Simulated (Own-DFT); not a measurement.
Simulation results for Hf36O71 (tetragonal hafnia with one neutral oxygen vacancy, atoms displaced)

A calculation, not a measurement: plane-wave PBE and HSE06 DFT by an unreviewed code, no spin, of a simulated cell at Gamma alone, so results move with cell size and shape, stress positive in tension, energies less offsets, not probed for a lower state with spin; hafnium file: forces about 75 meV/angstrom off all-electron values; oxygen file: force components 24 meV/angstrom off all-electron in a glass; k mesh not checked against a denser one; forces and stress are PBE's, HSE06 gives the energy alone, and its difference from PBE has offsets of its own; offsets are fitted by least squares, one for each functional and potential file, so energies compare only between cells with the same atoms and settings and are not formation energies; the far tail of each file's local potential was reset to the Coulomb form; each entry is a single point on an unrelaxed cell, so the pressure reflects the starting lattice, taken from the Materials Project, from which strain is counted, and rises with the displacements; printed positions are rounded, which can move forces by about a meV/angstrom; the program is a retired in-house code; no spin-orbit coupling. Program: Own-DFT development build.

Settings shared by all entries: first functional PBE; second functional HSE06; exact exchange share 0.25; screening 0.11 1/bohr; exchange divergence Gygi-Baldereschi; potential files PseudoDojo norm-conserving, scalar-relativistic, made for PBE, standard set; wave cutoff 48 hartree; occupations fixed; k mesh 1 x 1 x 1 centred on Gamma.

(1) 
```xyz
107
Lattice="10.7800 0.0000 0.0000 0.0000 10.7800 0.0000 0.0000 0.0000 10.4493" Properties=species:S:1:pos:R:3:force_x:R:1:force_y:R:1:force_z:R:1 formula=Hf36O71 PBE_energy_of_cell_above_offsets=-97.351 HSE06_less_PBE_above_offsets=0.063 PBE_pressure=1.84 PBE_stress_xx=-1.46 PBE_stress_yy=-1.83 PBE_stress_zz=-2.23 PBE_stress_yz=-0.53 PBE_stress_xz=0.86 PBE_stress_xy=-0.04
Hf    10.6808    10.7200    10.4179      2.939       1.16      0.362
Hf     1.8262     1.7948     2.6040      0.173     -2.228     -1.025
O      0.0534     1.7940     1.5733     -0.922      0.419      0.525
O      1.6729    10.7061     3.6081      0.481      1.666     -0.019
O      0.0680     1.8173     4.1692     -0.826      0.406       0.86
O      1.7589     0.0469     0.9875      0.378     -0.141     -0.046
Hf    10.7671    10.7667     5.2680      0.714     -0.508     -2.892
Hf     1.7174     1.8355     7.7868      1.979     -1.904      2.201
O      0.0068     1.7244     6.8426     -1.097      0.992     -0.986
O      1.7766     0.0153     8.9037      0.113     -0.625     -1.914
O      0.0111     1.7768     9.4063      0.395      0.652      0.027
O      1.7160     0.0160     6.1829      2.134      0.105      0.974
Hf     0.0652     3.5973    10.4031     -0.453     -1.249      0.596
Hf     1.8193     5.3287     2.6063      0.961      1.058     -0.068
O      0.0118     5.3962     1.5167     -0.181      0.176      0.539
O      1.8135     3.5676     3.5988      -0.27      0.383      1.034
O      0.0013     5.4599     4.2396      0.013     -2.689     -1.049
O      1.8533     3.5433     1.0873     -0.569      0.557     -0.939
Hf     0.0667     3.5981     5.2529     -1.787      0.298     -1.043
Hf     1.8175     5.4100     7.7778     -0.165      0.235      0.487
O     10.7738     5.4064     6.8098        1.2     -0.685      0.142
O      1.8222     3.6670     8.8493     -0.357     -0.665     -0.222
O      0.0414     5.4220     9.3629     -0.321     -0.661      0.447
O      1.7453     3.5897     6.2200      1.391     -0.011      0.742
Hf     0.0037     7.1417     0.0051     -0.547       1.26     -0.173
Hf     1.8004     9.0071     2.5801     -1.806      0.659      0.817
O     10.7222     9.0166     1.6337      0.819     -0.743     -0.803
O      1.7293     7.2317     3.6515      0.743     -0.893     -0.644
O     10.7303     8.9881     4.1939      -0.11     -0.385      1.155
O      1.9023     7.2036     0.9915     -2.518     -0.498      0.731
Hf     0.0539     7.1780     5.2014     -1.689      1.546      0.093
Hf     1.7826     8.8873     7.8136      0.516       2.63      1.331
O      0.0510     8.9324     6.8418     -0.913      0.178     -0.427
O      1.7956     7.2178     8.8962      0.028     -1.332     -0.417
O     10.7060     9.0068     9.4358      0.276     -1.481     -0.344
O      1.8315     7.1960     6.1799     -0.185     -0.359      1.539
Hf     3.6381    10.7535    10.4424     -1.698       0.47      0.006
Hf     5.5107     1.8127     2.6398     -2.116     -0.536     -1.036
O      3.6858     1.7771     1.5617     -0.391      -0.22      0.718
O      5.4948     0.0167     3.5784     -0.141     -0.062      0.568
O      3.6761     1.7711     4.2351     -0.494     -0.345     -0.086
O      5.4408    10.7640     1.0315     -0.115     -0.671      -0.49
Hf     3.6523    10.7273     5.3476     -1.357      1.199     -0.996
Hf     5.3958     1.8232     7.8323     -0.125      0.586     -0.446
O      3.6258     1.7860     6.8247     -1.132      0.035     -0.368
O      5.2726     0.0631     8.8233      1.044     -1.294      0.309
O      3.6081     1.7468     9.3484     -0.259      1.287      0.909
O      5.4519    10.7595     6.2691     -0.357      0.361      0.152
Hf     3.5994     3.5735    10.3909      0.114     -1.413      0.759
Hf     5.4526     5.3801     2.7090     -0.874     -0.113     -1.487
O      3.6446     5.3272     1.5817     -0.298      0.776      0.359
O      5.4332     3.6154     3.6816      0.151      -0.39     -0.229
O      3.5134     5.3375     4.1496      0.204      0.685      0.715
O      5.3222     3.5815     1.0249      1.647      0.202     -0.312
Hf     3.5614     3.5397     5.1801      1.679      0.049      0.734
Hf     5.3726     5.4482     7.9338       0.94     -0.128     -1.499
O      3.6387     5.4113     6.8355     -1.026     -0.043     -0.461
O      5.3490     3.5936     8.8350       0.48      0.031      0.809
O      3.6359     5.3455     9.4056     -0.234      1.358      0.153
O      5.4116     3.5730     6.2759       0.16     -0.787     -1.036
Hf     3.5379     7.1423     0.0022      2.001      0.692     -0.699
Hf     5.4455     9.0152     2.5668     -1.219      0.256      0.592
O      3.4698     9.0729     1.6195      3.192     -0.321     -0.919
O      5.3884     7.1414     3.6814     -0.283      0.497      -0.22
O      3.5762     9.1124     4.2113       0.46      -1.88      0.189
O      5.4338     7.2430     0.9865     -1.539     -0.288       0.69
Hf     3.5742     7.2295     5.2426      1.095     -0.083     -1.145
Hf     5.3936     9.0041     7.8336     -0.625      0.261      0.317
O      3.5642     8.9513     6.8005      0.217      0.539     -0.332
O      5.3920     7.3133     8.8723      0.335     -2.015      0.446
O      3.5987     8.9540     9.3771     -0.099     -0.014      0.807
O      5.3554     7.2260     6.2956      -0.65     -0.083     -0.619
Hf     7.1786     0.0157    10.3750      0.399     -0.539      1.051
Hf     9.0275     1.8822     2.6020      1.113     -2.984     -2.029
O      7.1541     1.7889     1.4787      1.148       0.37        1.3
O      9.0219    10.6896     3.5716     -0.721      2.092      0.451
O      7.1371     1.7534     4.2705      0.749      0.408     -0.827
O      9.0016    10.7547     0.9151     -2.319      0.372      0.798
Hf     7.1891     0.0286     5.2773      0.544     -1.502      -0.73
Hf     8.9806     1.7903     7.8118     -0.373     -0.312      0.176
O      8.9875    10.7767     8.8242     -0.336      0.785     -0.212
O      7.1466     1.7930     9.4445       0.06      0.319     -1.344
O      9.0479     0.0228     6.2647     -1.912     -0.261      0.279
Hf     7.1234     3.5848    10.4202      0.246     -0.053      0.908
Hf     8.9837     5.3713     2.5975      0.198      1.159     -0.487
O      7.2155     5.3439     1.5135     -0.148     -0.015      0.959
O      8.9873     3.5720     3.5365     -0.417      1.164      1.877
O      7.1869     5.3638     4.2362      0.445      0.537     -1.134
O      9.0367     3.4892     1.0610     -0.507      0.699     -0.845
Hf     7.2396     3.5382     5.1179     -1.511      1.399      2.887
Hf     9.0268     5.3509     7.8966     -1.413      1.216     -1.391
O      7.0920     5.4224     6.8635      1.103      0.114      0.006
O      9.0765     3.4775     8.8989     -0.396      1.538     -0.165
O      7.2002     5.3556     9.3573      0.039      0.359      0.944
O      8.9522     3.6281     6.2620      0.712      -0.75     -0.423
Hf     7.1273     7.1960    10.4280      0.905      0.255     -0.575
Hf     8.9786     8.9105     2.6500      0.357      1.153     -0.641
O      7.1446     8.9462     1.6143      1.265     -0.014     -0.625
O      9.0329     7.2286     3.6742     -0.721     -1.957     -0.511
O      7.0826     8.9698     4.2059      0.301       0.08      0.169
O      8.9468     7.2276     0.9479      0.367     -0.587      0.504
Hf     7.1093     7.2099     5.2186      1.108     -0.435      1.668
Hf     9.0097     9.0275     7.8219     -0.429     -1.693      -0.05
O      7.0908     8.8787     6.8010      2.386      0.632     -0.248
O      9.0669     7.2156     8.7951     -0.154     -0.704      0.482
O      7.2384     8.9776     9.3792     -0.269      0.526      0.229
O      9.0410     7.0626     6.2752     -1.044      0.706      -0.89
```

Units: PBE_energy_of_cell_above_offsets, HSE06_less_PBE_above_offsets in eV; PBE_pressure, PBE_stress_xx, PBE_stress_yy, PBE_stress_zz, PBE_stress_yz, PBE_stress_xz, PBE_stress_xy in GPa; force_x, force_y, force_z in eV/Å.

(2) 
```xyz
107
Lattice="10.7800 0.0000 0.0000 0.0000 10.7800 0.0000 0.0000 0.0000 10.4493" Properties=species:S:1:pos:R:3:force_x:R:1:force_y:R:1:force_z:R:1 formula=Hf36O71 PBE_energy_of_cell_above_offsets=-86.024 HSE06_less_PBE_above_offsets=0.649 PBE_pressure=5.57 PBE_stress_xx=-5.13 PBE_stress_yy=-6.57 PBE_stress_zz=-4.99 PBE_stress_yz=-2.09 PBE_stress_xz=-0.9 PBE_stress_xy=0.16
Hf     0.0281    10.6106    10.4428      1.994      3.061      0.836
Hf     1.8769     1.8344     2.6681      0.146     -2.717     -0.393
O      0.0290     1.6766     1.5426      0.387      1.112      0.846
O      1.8428    10.6632     3.6322     -1.462      1.117     -0.573
O     10.6990     1.6923     4.2246      -0.04      0.215     -1.084
O      1.9343    10.7577     0.9651     -2.591     -0.052      0.222
Hf    10.7312    10.6983     5.1059      1.593     -0.829      1.973
Hf     1.7180     1.8705     7.6862      2.437     -2.064      0.666
O     10.7359     1.9052     6.6538       2.68      -0.73     -0.303
O      1.8670    10.7288     8.8205      -1.07      2.104     -0.543
O      0.1007     1.7643     9.2734     -0.239     -0.251      0.777
O      1.8246     0.0300     6.2086     -2.568      0.434     -0.065
Hf     0.1224     3.5692     0.0624     -3.358     -0.353     -1.953
Hf     1.9868     5.5201     2.5441     -4.467      0.441      3.466
O      0.0947     5.4894     1.7444       -0.4     -0.314     -1.768
O      1.8088     3.4629     3.7840     -0.242      2.723     -1.404
O     10.7386     5.4244     4.1671      0.499      -0.83      1.625
O      1.8144     3.6282     0.9313      0.839      0.387      2.571
Hf    10.6928     3.4701     5.2367       1.84      4.002     -1.647
Hf     2.0552     5.4317     7.9184     -5.637     -0.528     -1.565
O      0.0042     5.3935     6.8773      0.263     -0.534      0.466
O      1.7283     3.6237     8.8587      1.202       0.14      0.327
O      0.0239     5.4216     9.4360      0.114     -1.538      1.759
O      1.9143     3.5262     6.3000     -1.249      0.372      0.269
Hf     0.1094     7.1101     0.0378     -3.612     -1.192     -1.476
Hf     1.7355     8.9363     2.5200      4.516      0.934      1.866
O      0.0075     8.9919     1.6500     -0.957     -0.388     -0.831
O      1.9042     7.2255     3.7497     -0.546     -1.342     -2.185
O     10.7496     8.7902     4.2216     -0.633      4.708     -1.811
O      1.7569     7.2217     0.9385      3.851      -0.89       2.27
Hf     0.0130     7.2473     5.2648      1.461     -5.579      1.636
Hf     1.7825     8.9522     7.9187      2.463       0.89     -1.662
O      0.0914     8.8966     6.8738     -2.315      0.449     -0.562
O      1.7879     7.1483     8.9063      1.052     -0.761       0.36
O      0.1609     8.9112     9.5002     -0.978     -0.702     -0.566
O      1.8764     7.2133     6.3118     -0.922     -1.598      0.425
Hf     3.6407    10.7247    10.4092      0.319      0.426       0.54
Hf     5.3380     1.7414     2.6809       0.68     -1.839     -0.348
O      3.6053     1.8289     1.5449     -0.665      1.128      0.101
O      5.2414    10.7127     3.7445      0.667      1.116     -1.279
O      3.5154     1.8263     4.1304      0.408     -0.457      0.314
O      5.4253     0.1036     1.1146       0.36     -1.052     -1.025
Hf     3.6107    10.6677     5.2557      1.561     -0.763      0.049
Hf     5.3814     1.8912     7.8460       0.84      -1.58     -1.417
O      3.6983     1.6684     6.7200     -1.298      1.023      1.223
O      5.4770    10.7698     8.8717     -0.243     -0.077      1.009
O      3.6606     1.7760     9.4178       0.21      1.694     -0.192
O      5.4492    10.7231     6.3309      0.034      0.314     -1.096
Hf     3.5401     3.5362     0.0086      2.298     -2.849     -0.705
Hf     5.3526     5.2270     2.5892      3.711      1.993      2.392
O      3.7025     5.3727     1.6400     -1.673       0.11     -2.142
O      5.2944     3.5230     3.6226     -0.318      1.415      0.177
O      3.6315     5.4712     4.2633     -0.366     -2.775     -2.533
O      5.4549     3.5757     1.0350     -0.934      0.589     -0.674
Hf     3.5115     3.7136     5.1495       1.64     -4.039      0.703
Hf     5.3785     5.4173     7.8971      2.648     -1.331     -1.602
O      3.7101     5.3506     6.8278     -0.277      0.209      0.107
O      3.6425     5.4128     9.5633      0.304     -3.154      -2.96
O      5.4626     3.6024     6.2813     -1.025      0.591      0.406
Hf     3.6170     7.0697    10.3565     -0.061       7.45      2.949
Hf     5.4949     9.0453     2.5977      -4.24     -0.931      1.486
O      3.5697     9.0138     1.5172      0.615     -0.261      0.305
O      5.3785     7.1859     3.6079      1.299      -0.73     -0.871
O      3.6179     8.9122     4.1167       0.09     -0.238      1.083
O      5.3123     7.3037     1.0016      1.828      -0.72     -1.408
Hf     3.6185     7.0565     5.3324      0.298      6.505     -0.867
Hf     5.4715     8.8880     7.9455     -2.624      7.343     -5.482
O      3.5642     8.8838     6.7101      0.347      0.698      1.638
O      5.4398     7.2728     8.7298     -1.311     -6.038      3.938
O      3.3928     9.0914     9.3704      1.898     -3.659      0.171
O      5.4278     7.2435     6.2085      0.866     -1.141      0.324
Hf     7.2077    10.6792    10.3784     -1.442       3.86      1.793
Hf     8.9783     1.6897     2.7165      0.119      2.116     -3.089
O      7.2402     1.6982     1.6351     -0.012      0.042       0.33
O      8.8529    10.7524     3.6909      1.484     -0.389      0.161
O      6.9516     1.7808     4.2286      1.083     -0.512     -0.593
O      9.1443    10.6609     1.1200     -1.801      0.166     -1.544
Hf     7.2794    10.7612     5.1972     -3.398      1.918      3.374
Hf     9.2177     1.9200     7.8069     -3.656     -6.353      -2.42
O      7.2748     1.8389     6.7834     -0.202       0.29      0.598
O      9.0740    10.6519     8.6533     -0.101      3.627      3.957
O      6.9858     1.9045     9.3466      0.521     -0.258      1.642
O      8.9391    10.7615     6.2704      2.389     -0.875      -0.96
Hf     7.1270     3.6357    10.3940      1.259      -1.54      0.416
Hf     8.8572     5.3823     2.5427      4.171     -1.195      2.985
O      7.2343     5.3787     1.6285     -3.492      0.367      -2.75
O      8.9083     3.5790     3.6537      0.545     -1.209     -0.307
O      7.1900     5.3028     4.1489     -0.171       0.87      0.484
O      8.9621     3.4609     1.0054      0.712      1.351     -0.893
Hf     7.2245     3.4849     5.2316     -0.828      0.222      0.204
Hf     8.7948     5.3523     7.8171      5.796      0.192      0.684
O      7.2751     5.4035     6.7589     -3.385      0.101     -0.941
O      9.0335     3.3959     8.7266     -1.142      7.398      3.809
O      7.2490     5.5237     9.3288     -1.165     -1.784      1.073
O      9.0029     3.4892     6.1714     -0.751       0.75      1.123
Hf     7.2576     7.2508     0.0195     -1.172     -0.243      -0.24
Hf     8.9688     8.9398     2.6616      0.345      0.086     -0.627
O      7.2310     9.1146     1.6291       0.33     -0.531     -1.618
O      9.0145     7.1327     3.5387     -1.427       0.77      0.377
O      7.1991     9.1320     4.1995      0.124     -4.063     -1.046
O      8.9114     7.2655     1.0049      1.407     -0.058      0.325
Hf     7.2392     7.1839     5.1840     -1.911     -0.186     -0.726
Hf     9.0305     8.9879     7.9007     -0.615      -3.63     -3.536
O      7.0962     8.9705     6.8911      3.496     -0.723     -0.738
O      9.0343     7.0791     8.8770     -0.639      2.234     -0.122
O      7.0671     9.0290     9.3604      1.834     -2.131      1.482
O      8.9795     7.1863     6.1250     -0.241      0.454      1.044
```

Units: PBE_energy_of_cell_above_offsets, HSE06_less_PBE_above_offsets in eV; PBE_pressure, PBE_stress_xx, PBE_stress_yy, PBE_stress_zz, PBE_stress_yz, PBE_stress_xz, PBE_stress_xy in GPa; force_x, force_y, force_z in eV/Å.
